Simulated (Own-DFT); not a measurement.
Simulation results for AlN (wurtzite, atoms displaced)

All values are calculated (Own-DFT development build). A calculation, not a measurement: plane-wave PBE density functional theory by an unreviewed code, no spin, of a simulated periodic cell, stress positive in tension, free energy of the whole cell less one offset for each atom, forces on such cells passed a denser k mesh, this cell's mesh not checked; offsets are fitted by least squares, one for each functional and potential file, so energies compare only between cells with the same atoms and settings and are not formation energies; the far tail of each file's local potential was reset to the Coulomb form; each entry is a single point on an unrelaxed cell, so the pressure reflects the starting lattice, mostly measured values (interpolated for alloys), from which strain is counted, and rises with the displacements; printed positions are rounded, which can move forces by about a meV/angstrom; the program, named Own-DFT, is a retired in-house code; no spin-orbit coupling.

```xyz
128
Lattice="12.4480 0.0000 0.0000 -6.2240 10.7803 0.0000 0.0000 0.0000 9.9640" Properties=species:S:1:pos:R:3:force_x:R:1:force_y:R:1:force_z:R:1 formula=AlN functional=PBE potential_files=PseudoDojo_norm-conserving,scalar-relativistic,standard_set wave_cutoff=42 occupations=Fermi-Dirac smearing_width=0.1 hardware=one_NVIDIA_H100 k_mesh=2_x_2_x_2_centred_on_Gamma free_energy_of_cell_above_offsets=-62.056 pressure=3.85 stress_xx=-4.03 stress_yy=-3.56 stress_zz=-3.95 stress_yz=-0.12 stress_xz=-0.02 stress_xy=0.17 wall_time=371.5
Al    -0.0172     1.7834     9.9606        0.5      0.458      0.211
Al     1.5642     0.9038     2.4849     -0.376     -0.381      0.335
N     -0.0460     1.7750     1.9227      1.133      0.498     -0.414
N      1.5346     0.9089     4.4112      0.913     -0.023     -0.456
Al     0.0072     1.7885     4.9562      0.032      0.041      0.571
Al     1.5436     0.9109     7.4915     -0.033     -0.511     -0.386
N      0.0049     1.7796     6.8845     -0.125      0.423     -0.236
N      1.5577     0.8991     9.3655     -0.102      0.516       0.33
Al    -1.5366     4.4542     0.0202     -0.792      0.745     -0.416
Al     0.0218     3.5706     2.5053      -0.49      0.335     -0.395
N     -1.5602     4.4731     1.8925      0.327     -0.011      0.544
N     -0.0080     3.6084     4.3923      0.723     -0.608      0.115
Al    -1.5110     4.4522     5.0037     -1.034      1.069     -0.402
Al     0.0223     3.5848     7.4463     -0.843     -0.292       0.53
N     -1.5437     4.4820     6.8681     -0.144     -0.154      0.397
N     -0.0094     3.6160     9.3585      0.369     -0.845      0.005
Al    -3.1145     7.1948     0.0071      0.256      0.098     -0.671
Al    -1.5399     6.2900     2.4927      -0.66       -0.3     -0.245
N     -3.1113     7.1790     1.8668      0.316      0.291      0.687
N     -1.5750     6.2816     4.3680      0.475      0.004      0.742
Al    -3.1033     7.2119     4.9857     -0.189     -0.425      0.076
Al    -1.5571     6.2654     7.4718      0.041      0.387      0.256
N     -3.1061     7.1941     6.9134     -0.059     -0.481      -0.58
N     -1.5400     6.2905     9.3811     -0.022     -0.238     -0.025
Al    -4.6830     9.9049     9.9332      0.457     -0.391      0.648
Al    -3.1160     9.0075     2.4574      0.302      -0.68      0.527
N     -4.6340     9.8831     1.9020     -1.005      0.283     -0.214
N     -3.0940     8.9951     4.4118      0.202       -0.1     -0.663
Al    -4.6402     9.8690     4.9751     -0.474      0.525      0.097
Al    -3.1190     8.9863     7.4524       0.31      0.238      0.339
N     -4.6520     9.9023     6.8799     -0.403     -0.228      0.075
N     -3.1224     9.0089     9.3598      0.419     -0.084      0.183
Al     3.1336     1.7995     9.9419     -0.629     -0.006      0.456
Al     4.6822     0.9110     2.4643     -0.684     -0.393     -0.039
N      3.0845     1.8124     1.9078      0.512     -0.027     -0.253
N      4.6115     0.8803     4.3743      1.433      0.382      -0.11
Al     3.1595     1.8104     4.9811      -1.69     -0.263      0.192
Al     4.6611     0.9264     7.4155      -0.43     -0.675      1.102
N      3.0612     1.7856     6.8963      0.939      0.851     -0.373
N      4.6694     0.9276     9.4064      0.397     -0.324     -0.827
Al     1.5384     4.4946     9.9338      0.392     -0.488      0.732
Al     3.0859     3.5973     2.5183      0.395      0.051     -0.615
N      1.5572     4.5158     1.9239     -0.225     -0.795     -0.596
N      3.1152     3.5962     4.3913     -0.444     -0.019      0.386
Al     1.5519     4.4789     5.0048      0.031      0.522     -0.385
Al     3.0738     3.6283     7.4487      1.083     -0.799      0.444
N      1.5441     4.4946     6.9164      -0.05      0.451     -0.688
N      3.1271     3.5796     9.3720     -0.608      0.383     -0.367
Al     0.0168     7.1809     0.0241     -0.563      0.026     -0.094
Al     1.5078     6.2708     2.4935      1.199      0.574      0.018
N     -0.0046     7.1680     1.9181      0.115      0.559     -0.228
N      1.5448     6.2945     4.3777      0.129     -0.012      0.754
Al    -0.0104     7.2265     5.0055       -0.1      -0.82     -0.915
Al     1.5501     6.3010     7.4705     -0.148     -0.051      0.223
N     -0.0002     7.2221     6.8576       0.19     -0.696      0.714
N      1.5432     6.2640     9.4048      0.329      0.716     -0.768
Al    -1.5500     9.9187     0.0252     -0.279     -0.547     -0.666
Al     0.0321     8.9789     2.5035      0.052      -0.07     -0.531
N     -1.5231     9.8422     1.8929     -0.093      0.823      0.437
N      0.0276     8.9884     4.3808     -0.318      0.246      0.243
Al    -1.5380     9.9002     4.9851     -0.228      -0.54     -0.362
Al     0.0485     8.9606     7.5047     -1.477      0.717      -0.25
N     -1.5576     9.8916     6.8377      0.584     -0.084      0.999
N      0.0037     8.9869     9.3911     -0.053     -0.244     -0.191
Al     6.2372     1.8094     0.0094      0.074     -0.173     -0.412
Al     7.7677     0.8547     2.5100      0.104      0.661     -1.015
N      6.2013     1.8171     1.8836      0.627     -0.588      0.459
N      7.7681     0.8762     4.3576     -0.052       0.41      0.964
Al     6.2077     1.7950     4.9620      0.007      0.076      0.083
Al     7.7625     0.8743     7.4792      0.526      1.102      0.062
N      6.2218     1.7798     6.9093      0.127       0.46     -1.005
N      7.7948     0.9016     9.3482     -0.444     -0.391      0.445
Al     4.6408     4.4861     9.9482      0.763      0.071       0.43
Al     6.2183     3.5849     2.4907      0.087        0.3     -0.273
N      4.6734     4.4804     1.9342     -0.485      -0.26      -0.74
N      6.1975     3.6051     4.3558      0.345     -0.381      0.953
Al     4.6334     4.5041     4.9583        0.7     -0.098      0.099
Al     6.2422     3.5930     7.4482     -0.494     -0.008      0.377
N      4.6682     4.4970     6.8447     -0.085     -0.034      0.563
N      6.2731     3.5909     9.3756     -1.377      0.093     -0.507
Al     3.1308     7.1732     9.9333      -0.77       0.37      1.138
Al     4.6539     6.2503     2.4835      0.739      0.793     -0.152
N      3.1511     7.1897     1.9120     -1.084     -0.457     -0.165
N      4.6898     6.2750     4.3854     -0.746      0.449      0.025
Al     3.1210     7.2125     4.9719     -0.159     -0.581     -0.271
Al     4.6465     6.3177     7.4558      1.024     -0.732      0.485
N      3.1298     7.1476     6.8857     -1.008      1.323     -0.319
N      4.6153     6.3001     9.3877      1.481     -0.675     -0.672
Al     1.5601     9.8565     9.9168      0.374      0.588      0.883
Al     3.1179     8.9549     2.5167       0.17      0.438     -1.281
N      1.5936     9.8895     1.8802     -0.556      -0.65      0.043
N      3.1128     9.0127     4.3577     -0.234     -0.403      1.183
Al     1.5494     9.8801     4.9804      0.163      0.146      0.136
Al     3.0953     9.0165     7.4775      0.552     -0.701      0.325
N      1.5371     9.9162     6.9155      0.515      -0.99     -0.774
N      3.1419     8.9701     9.4097     -0.484      0.147     -1.044
Al     9.3112     1.7819     0.0263      0.592      0.208     -0.635
Al    10.9093     0.8873     2.5052     -0.786     -0.563     -0.181
N      9.3287     1.7456     1.8811     -0.052      0.653      1.039
N     10.9146     0.8948     4.4048     -0.702     -0.028     -0.089
Al     9.3353     1.8101     4.9511      0.106      -0.59      0.599
Al    10.9090     0.8889     7.4648     -0.171     -0.083      0.295
N      9.3531     1.7876     6.8966     -0.498     -0.318      -0.55
N     10.9206     0.8904     9.4005     -0.799     -0.004     -0.653
Al     7.7641     4.4760     9.9530      0.666      0.677      0.575
Al     9.3433     3.5854     2.5225      -0.38     -0.142     -0.832
N      7.7505     4.4845     1.9023      0.665      0.174      0.159
N      9.3486     3.5869     4.4074     -0.118       0.17     -0.059
Al     7.7806     4.4952     4.9759     -0.114      0.241     -0.409
Al     9.3067     3.5715     7.4722      0.987     -0.027      0.268
N      7.8009     4.4683     6.8774     -0.442      0.108     -0.405
N      9.3121     3.5998     9.3754      0.524     -0.386     -0.007
Al     6.2524     7.1691     9.9622     -0.527      0.342     -0.207
Al     7.8002     6.3138     2.4973     -0.558     -0.272     -0.479
N      6.2343     7.2293     1.8676     -0.206     -1.082      0.588
N      7.7716     6.3143     4.3695      0.148     -0.321      0.731
Al     6.1939     7.1759     4.9971      0.804      0.511     -0.242
Al     7.7929     6.2370     7.4740     -0.055      0.999     -0.148
N      6.2374     7.1922     6.8920     -0.136     -0.346      0.087
N      7.7917     6.2918     9.3479     -0.142     -0.433      0.342
Al     4.6864     9.8807     0.0023      -0.01     -0.097       0.16
Al     6.1654     8.9776     2.4993      1.388      0.208     -0.121
N      4.6749     9.8611     1.8815     -0.469      0.488       0.52
N      6.2376     8.9986     4.3929     -0.572     -0.379      0.195
Al     4.6429     9.8731     4.9947      0.963      0.241     -0.263
Al     6.2394     8.9883     7.4891      0.305     -0.138      -0.17
N      4.6788     9.8417     6.8765     -0.409      0.533      0.253
N      6.2355     8.9898     9.3878     -0.189     -0.254     -0.391
```

Units: wave_cutoff in hartree; smearing_width, free_energy_of_cell_above_offsets in eV; pressure, stress_xx, stress_yy, stress_zz, stress_yz, stress_xz, stress_xy in GPa; wall_time in s; force_x, force_y, force_z in eV/Å.
